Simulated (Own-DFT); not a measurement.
Simulation results for Hf₃₆O₇₁ (tetragonal hafnia with one neutral oxygen vacancy, atoms displaced)

Computed with Own-DFT development build. A calculation, not a measurement: plane-wave PBE and HSE06 DFT by an unreviewed code, no spin, of a simulated cell at Gamma alone, so results move with cell size and shape, stress positive in tension, energies less offsets, not probed for a lower state with spin; hafnium file: forces about 75 meV/angstrom off all-electron values; oxygen file: force components 24 meV/angstrom off all-electron in a glass; k mesh not checked against a denser one; forces and stress are PBE's, HSE06 gives the energy alone, and its difference from PBE has offsets of its own; offsets are fitted by least squares, one for each functional and potential file, so energies compare only between cells with the same atoms and settings and are not formation energies; the far tail of each file's local potential was reset to the Coulomb form; each entry is a single point on an unrelaxed cell, so the pressure reflects the starting lattice, taken from the Materials Project, from which strain is counted, and rises with the displacements; printed positions are rounded, which can move forces by about a meV/angstrom; the program is a retired in-house code; no spin-orbit coupling.

Settings shared by all entries: first functional PBE; second functional HSE06; exact exchange share 0.25; screening 0.11 1/bohr; exchange divergence Gygi-Baldereschi; potential files PseudoDojo norm-conserving, scalar-relativistic, made for PBE, standard set; wave cutoff 48 hartree; occupations fixed; k mesh 1 x 1 x 1 centred on Gamma.

(1) Hf₃₆O₇₁ (tetragonal hafnia with one neutral oxygen vacancy, atoms displaced)

```
Hf36O71
1.0
     10.7800     0.0000     0.0000
      0.0000    10.7800     0.0000
      0.0000     0.0000    10.4493
Hf O Hf O Hf O Hf O Hf O Hf O Hf O Hf O Hf O Hf O Hf O Hf O Hf O Hf O Hf O Hf O Hf O Hf O
2 4 2 4 2 4 2 4 2 4 2 4 2 4 2 4 2 4 2 4 2 4 2 4 2 4 2 3 2 4 2 4 2 4 2 4
Direct
  0.00174 0.00608 0.00078
  0.16486 0.16404 0.24847
  0.99652 0.16902 0.15172
  0.17008 0.00261 0.34589
  0.00090 0.16622 0.39829
  0.16904 0.99645 0.10220
  0.00132 0.99667 0.49572
  0.16602 0.16558 0.74956
  0.99933 0.16167 0.65779
  0.16561 0.00450 0.84482
  0.99750 0.16587 0.89956
  0.16621 0.99673 0.59500
  0.99929 0.33160 0.99998
  0.16728 0.49884 0.24684
  0.99652 0.49626 0.15229
  0.16605 0.32660 0.35166
  0.00337 0.50006 0.40287
  0.16647 0.33547 0.10221
  0.00356 0.32838 0.50176
  0.16564 0.49960 0.74714
  0.99842 0.50441 0.65385
  0.16878 0.33855 0.84709
  0.00071 0.49741 0.89720
  0.16256 0.33744 0.59674
  0.00352 0.66806 0.00121
  0.16506 0.83358 0.24686
  0.00041 0.83087 0.15009
  0.17178 0.66931 0.34956
  0.00175 0.83348 0.40354
  0.16620 0.66112 0.09692
  0.00769 0.66960 0.50141
  0.17160 0.83695 0.74683
  0.00315 0.83346 0.65256
  0.16224 0.66975 0.84849
  0.00130 0.83282 0.89620
  0.16237 0.67120 0.59568
  0.33526 0.99865 0.00073
  0.50285 0.16280 0.25318
  0.33213 0.17281 0.15053
  0.50141 0.99797 0.34734
  0.33574 0.16874 0.40413
  0.50243 0.00066 0.09744
  0.33351 0.99666 0.49904
  0.50233 0.17076 0.75072
  0.33018 0.17058 0.65387
  0.50545 0.00128 0.84579
  0.33290 0.16744 0.89867
  0.50175 0.00012 0.59576
  0.33324 0.33327 0.99964
  0.50256 0.49889 0.24725
  0.33536 0.49386 0.15184
  0.49874 0.33429 0.34794
  0.33397 0.49737 0.40141
  0.50237 0.33630 0.09914
  0.33212 0.33498 0.50370
  0.50260 0.49576 0.75490
  0.32930 0.49791 0.65335
  0.50221 0.33179 0.84790
  0.33333 0.50411 0.90357
  0.49699 0.33158 0.59640
  0.33249 0.67150 0.00283
  0.50083 0.82750 0.25565
  0.33227 0.83196 0.14901
  0.49494 0.66688 0.34921
  0.33761 0.83502 0.40234
  0.50276 0.66505 0.09974
  0.33310 0.67150 0.49939
  0.50157 0.83499 0.74885
  0.33167 0.83129 0.65332
  0.49902 0.66647 0.84534
  0.33583 0.83219 0.90210
  0.49853 0.66786 0.59769
  0.66811 0.00020 0.99749
  0.83436 0.16482 0.25263
  0.66116 0.16619 0.15042
  0.82787 0.99987 0.34589
  0.66839 0.16051 0.40052
  0.83184 0.99977 0.09723
  0.66678 0.00210 0.50072
  0.83099 0.15903 0.74802
  0.66399 0.16968 0.65204
  0.83494 0.99959 0.84704
  0.83520 0.00157 0.59462
  0.66669 0.33287 0.00094
  0.83622 0.50103 0.25344
  0.66673 0.50115 0.15064
  0.83402 0.33082 0.35189
  0.66160 0.50175 0.40088
  0.82919 0.33638 0.09878
  0.66374 0.33026 0.50343
  0.83368 0.49589 0.74645
  0.66959 0.50006 0.65192
  0.83604 0.33249 0.84707
  0.66774 0.49906 0.90065
  0.83219 0.33037 0.59418
  0.66724 0.66295 0.99924
  0.83785 0.82964 0.24970
  0.66982 0.83193 0.15053
  0.83408 0.66233 0.35035
  0.66775 0.83213 0.40043
  0.83207 0.66455 0.09936
  0.67012 0.66716 0.50571
  0.83548 0.83607 0.74505
  0.66504 0.83381 0.65179
  0.83290 0.66813 0.84764
  0.66688 0.83200 0.90187
  0.82845 0.67032 0.59667
```

- PBE energy of cell above offsets: -100.979 eV
- HSE06 less PBE above offsets: -0.135 eV
- PBE pressure: 0.55 GPa
- PBE stress xx: -1.18 GPa
- PBE stress yy: 0.48 GPa
- PBE stress zz: -0.94 GPa
- PBE stress yz: 0.54 GPa
- PBE stress xz: 0.09 GPa
- PBE stress xy: 0.07 GPa

Force:
```csv
element,x (eV/Å),y (eV/Å),z (eV/Å)
Hf,-0.537,-1.128,-0.488
Hf,0.808,1.28,0.171
O,0.608,-0.406,-0.452
O,-0.243,-1.117,0.271
O,-0.227,-0.871,0.441
O,-0.49,0.286,-0.702
Hf,0.005,0.89,0.578
Hf,0.417,1.048,0.241
O,0.293,0.256,-0.98
O,0.217,-0.834,0.59
O,0.38,0.202,0.565
O,0.186,0.056,-0.036
Hf,-0.452,0.999,-0.136
Hf,0.226,-0.863,0.778
O,0.804,0.22,-0.054
O,-0.145,0.761,-0.535
O,0.196,-0.052,0.201
O,-0.333,-0.091,-0.668
Hf,-0.921,0.834,-0.983
Hf,-0.31,0.503,1.014
O,0.027,0,-0.678
O,-0.028,-1.224,0.166
O,-0.063,0.289,1.084
O,0.337,-0.179,0.655
Hf,-1.262,-0.4,-1.629
Hf,0.618,0.124,0.248
O,0.382,-0.018,0.086
O,-0.306,0.01,-0.495
O,-0.028,0.101,-0.82
O,0.187,0.131,0.708
Hf,-1.956,-1.257,-0.294
Hf,-1.517,-0.588,1.135
O,-0.417,0.195,-0.587
O,0.457,-0.105,-0.351
O,-0.084,0.886,1.185
O,1.704,-0.085,0.588
Hf,0.61,0.693,0.078
Hf,-0.972,0.794,-0.283
O,0.245,-0.54,0.153
O,-0.17,-0.151,0.155
O,0.054,-0.934,0.226
O,-0.711,-0.083,-0.364
Hf,0.421,1.547,-0.133
Hf,-1.101,-0.879,-0.049
O,0.209,-0.265,-0.094
O,-0.012,0.364,0.083
O,0.059,-0.379,0.586
O,-0.692,-0.04,0.192
Hf,-0.052,0.321,0.567
Hf,0.013,-0.226,0.58
O,-0.524,0.455,0.107
O,0.494,-0.699,0.005
O,-0.446,0.713,0.404
O,-0.239,-0.026,-0.65
Hf,-0.298,-0.054,-1.075
Hf,-0.564,1.451,-0.637
O,0.913,0.11,-0.024
O,0.221,0.012,0.401
O,0.287,-0.403,0.141
O,0.64,0.168,0.785
Hf,0.803,-1.037,-0.481
Hf,0.979,0.397,-1.002
O,0.011,-0.147,0.445
O,-0.233,-0.235,-0.028
O,-0.298,0.031,-0.198
O,-0.787,0.212,-0.217
Hf,0.59,-1.542,-0.21
Hf,0.421,-0.705,0.347
O,0.815,0.238,-0.618
O,0.16,-0.059,0.099
O,-0.194,0.887,-0.193
O,0.059,-0.005,-0.001
Hf,-0.407,-0.143,0.218
Hf,-0.997,0.649,-0.32
O,1.286,0.04,-0.191
O,0.825,-0.568,0.071
O,-0.323,1.237,0.201
O,0.852,0.167,-0.238
Hf,-0.182,-1.324,-0.667
Hf,0.285,1.518,0.409
O,0.451,-0.246,0.154
O,-0.499,-0.025,0.103
O,-0.228,-0.081,0.301
Hf,0.145,-0.344,0.155
Hf,-0.87,-0.709,-0.171
O,0.435,0.045,0.146
O,-0.169,0.15,-0.569
O,0.244,-0.399,0.572
O,0.589,-0.456,-0.25
Hf,0.341,0.884,-1.342
Hf,0.427,0.735,1.103
O,-0.913,-0.343,-0.112
O,-0.536,-0.77,-0.223
O,-0.36,-0.361,-0.138
O,0.305,0.063,0.466
Hf,0.433,0.709,0.049
Hf,-1.916,-0.24,-0.168
O,-0.231,0.001,0.663
O,0.236,1.004,-0.154
O,-0.087,0.034,0.414
O,0.776,0.145,-0.046
Hf,-1.093,-0.256,-1.172
Hf,-0.055,-1.519,1.013
O,0.366,0.297,-0.032
O,0.027,-0.243,-0.488
O,-0.165,0.309,-0.029
O,1.764,0.209,0.359
```

(2) Hf₃₆O₇₁ (tetragonal hafnia with one neutral oxygen vacancy, atoms displaced)

```
Hf36O71
1.0
     10.7800     0.0000     0.0000
      0.0000    10.7800     0.0000
      0.0000     0.0000    10.4493
Hf O Hf O Hf O Hf O Hf O Hf O Hf O Hf O Hf O Hf O Hf O Hf O Hf O Hf O Hf O Hf O Hf O Hf O
2 4 2 4 2 4 2 4 2 4 2 4 2 4 2 3 2 4 2 4 2 4 2 4 2 4 2 4 2 4 2 4 2 4 2 4
Direct
  0.00509 0.99341 0.99110
  0.16419 0.16434 0.24815
  0.00109 0.16843 0.16100
  0.16837 0.00203 0.34331
  0.99512 0.16167 0.39597
  0.16197 0.99677 0.10494
  0.99851 0.00524 0.50195
  0.16859 0.16731 0.75383
  0.99207 0.17014 0.64886
  0.16853 0.99936 0.85241
  0.00505 0.16596 0.89869
  0.16276 0.00195 0.59480
  0.99622 0.33549 0.00107
  0.16590 0.50143 0.25445
  0.98959 0.50536 0.15572
  0.16554 0.32837 0.35124
  0.00195 0.49978 0.39997
  0.16559 0.33356 0.10275
  0.99418 0.32504 0.50031
  0.17064 0.50177 0.74865
  0.99659 0.50134 0.65023
  0.17072 0.33651 0.85768
  0.99545 0.50991 0.90514
  0.17385 0.33036 0.59629
  0.99249 0.66653 0.99923
  0.16281 0.83183 0.25643
  0.99503 0.83075 0.15380
  0.16256 0.66963 0.34823
  0.99628 0.83532 0.39950
  0.16514 0.66583 0.09634
  0.99613 0.65840 0.50156
  0.16712 0.83869 0.74811
  0.00335 0.83208 0.65016
  0.16815 0.67048 0.84486
  0.00188 0.83494 0.90337
  0.16059 0.66693 0.59699
  0.33496 0.00109 0.99798
  0.50417 0.16643 0.24713
  0.33817 0.16908 0.15907
  0.49961 0.00580 0.34154
  0.33592 0.16538 0.40055
  0.49632 0.99470 0.10271
  0.32987 0.00162 0.50279
  0.49647 0.16939 0.74243
  0.33938 0.16351 0.64782
  0.50488 0.99982 0.85769
  0.33163 0.16029 0.89983
  0.33765 0.32865 0.00495
  0.49661 0.50513 0.24805
  0.33217 0.49917 0.14849
  0.49765 0.33012 0.34143
  0.33572 0.50159 0.40101
  0.48976 0.34003 0.09684
  0.33704 0.33363 0.49930
  0.49288 0.50576 0.75673
  0.34196 0.49529 0.64779
  0.49619 0.33635 0.85095
  0.34319 0.48955 0.90087
  0.49778 0.32973 0.59579
  0.33528 0.66830 0.00584
  0.50417 0.82990 0.25825
  0.33885 0.83589 0.14880
  0.49792 0.66888 0.35041
  0.33429 0.83470 0.40296
  0.49837 0.66462 0.09851
  0.33488 0.65560 0.50023
  0.50448 0.82994 0.75058
  0.33247 0.83863 0.64734
  0.49615 0.66079 0.84325
  0.33102 0.81965 0.90080
  0.50182 0.66751 0.59506
  0.67387 0.99621 0.99925
  0.83613 0.17176 0.25318
  0.67456 0.16339 0.15077
  0.84032 0.00563 0.34548
  0.66863 0.17222 0.39384
  0.82810 0.00260 0.09627
  0.66224 0.00153 0.50072
  0.83391 0.16465 0.74774
  0.65780 0.16468 0.64545
  0.83302 0.99385 0.85152
  0.65549 0.16094 0.89604
  0.83895 0.00237 0.59055
  0.66455 0.33494 0.01148
  0.83585 0.50924 0.24965
  0.66686 0.50547 0.15524
  0.83222 0.33635 0.34471
  0.66726 0.50022 0.39930
  0.83442 0.33366 0.10492
  0.66333 0.33082 0.49841
  0.82923 0.49315 0.75654
  0.66536 0.50357 0.65028
  0.84076 0.33804 0.84724
  0.67026 0.50135 0.90776
  0.83266 0.34193 0.59362
  0.67584 0.66537 0.00021
  0.82890 0.83665 0.24693
  0.67435 0.83135 0.16488
  0.83399 0.66108 0.34851
  0.66968 0.83410 0.39547
  0.82830 0.66700 0.09898
  0.65910 0.66261 0.49938
  0.82812 0.82875 0.75453
  0.65980 0.83118 0.65109
  0.83494 0.67198 0.83714
  0.66494 0.82337 0.90090
  0.83214 0.66142 0.60063
```

* PBE energy of cell above offsets: -96.497 eV
* HSE06 less PBE above offsets: 0.055 eV
* PBE pressure: 2.08 GPa
* PBE stress xx: -2.18 GPa
* PBE stress yy: -1.8 GPa
* PBE stress zz: -2.24 GPa
* PBE stress yz: -0.39 GPa
* PBE stress xz: -0.46 GPa
* PBE stress xy: -0.1 GPa

Force:
```csv
element,x (eV/Å),y (eV/Å),z (eV/Å)
Hf,-0.346,1.113,2.502
Hf,0.974,0.35,0.307
O,-0.556,0.322,-1.785
O,0.05,-0.466,1.011
O,0.457,1.471,1.182
O,0.543,0.306,-1.422
Hf,0.125,-2.224,-1.958
Hf,0.123,0.897,-0.048
O,1.334,0.362,0.255
O,-0.189,0.269,-0.427
O,-0.448,0.115,-0.012
O,0.514,0.683,1.143
Hf,1.163,-0.129,0.617
Hf,-0.68,-0.746,-0.715
O,2.684,-0.068,-1.19
O,0.035,1.001,-0.203
O,0.281,-1.037,0.216
O,-0.544,0.26,-0.46
Hf,1.297,1.209,-1.003
Hf,-0.636,0.44,0.145
O,0.907,-0.634,0.952
O,-0.78,-0.306,-1.47
O,0.019,-1.935,-0.328
O,-1.203,-0.128,0.814
Hf,2.062,1.053,1.061
Hf,0.203,1.053,-1.052
O,0.365,-0.076,-0.74
O,0.589,-1.235,0.247
O,0.465,-0.26,0.756
O,-0.459,-0.2,0.07
Hf,-0.586,1.561,0.008
Hf,0.174,-1.554,-0.509
O,-1.044,0.327,0.985
O,-0.215,-1.235,-0.391
O,-0.228,-1.047,-0.661
O,1.921,-0.821,-0.071
Hf,0.55,-2.067,1.348
Hf,-0.103,-0.627,0.156
O,-0.921,-0.165,-1.454
O,0.672,-1.184,1.592
O,-0.089,0.283,0.9
O,1.409,0.449,-0.861
Hf,0.836,-0.419,-1.05
Hf,1.043,-0.226,2.143
O,-1.721,-0.566,0.25
O,-0.896,-1.01,-1.91
O,-0.28,1.086,-0.273
Hf,-2.483,0.213,-1.243
Hf,0.422,-0.771,-0.169
O,-0.384,0.259,0.971
O,0.147,1.429,0.484
O,-0.272,-0.795,-0.775
O,3.733,-0.181,0.977
Hf,-0.531,-1.363,-1.146
Hf,1.397,-2.345,-0.637
O,-1.834,0.829,-0.248
O,0.722,-0.912,-0.446
O,-0.949,1.907,0.066
O,0.711,-0.086,0.123
Hf,-0.982,-0.65,-0.239
Hf,-1.283,2.04,-1.358
O,-0.881,-0.812,0.761
O,0.045,-1.107,0.423
O,0.095,-0.615,0.171
O,1.503,0.043,0.194
Hf,-0.947,2.918,0.486
Hf,-2.063,1.056,0.549
O,0.586,0.289,0.842
O,0.317,1.778,0.964
O,0.311,2.611,-0.279
O,-1.378,-0.035,0.586
Hf,-2.355,1.013,-0.06
Hf,0.044,-0.636,-0.101
O,-1.592,0.851,-0.863
O,-0.833,-0.82,-0.197
O,-0.107,-0.984,1.105
O,2.001,-0.538,-0.146
Hf,0.078,0.119,-1.004
Hf,-1.19,-0.393,0.513
O,1.814,-0.393,-0.107
O,-0.218,1.113,-0.696
O,1.545,1.402,0.864
O,-2.462,0.217,1.502
Hf,-0.392,-0.856,-0.803
Hf,-1.399,-1.722,1.22
O,-0.528,-0.689,-0.528
O,0.455,0.33,0.905
O,-0.87,-0.302,0.559
O,-0.439,-0.01,-1.469
Hf,0.128,0.998,-0.642
Hf,0.077,2.276,-2.726
O,-0.466,-0.411,0.868
O,-0.174,-2.639,0.8
O,0.515,-0.57,-0.232
O,-0.971,-0.854,0.778
Hf,-2.486,-0.658,0.55
Hf,3.127,0.672,2.794
O,-3.071,-0.18,-2.791
O,-0.023,1.814,0.264
O,-0.414,0.168,1.65
O,1.029,0.043,-0.241
Hf,2.388,-0.162,-0.126
Hf,1.103,0.953,-2.802
O,1.403,0.92,-0.316
O,-0.069,-1.884,2.419
O,0.198,1.084,0.023
O,-0.709,0.784,-0.687
```
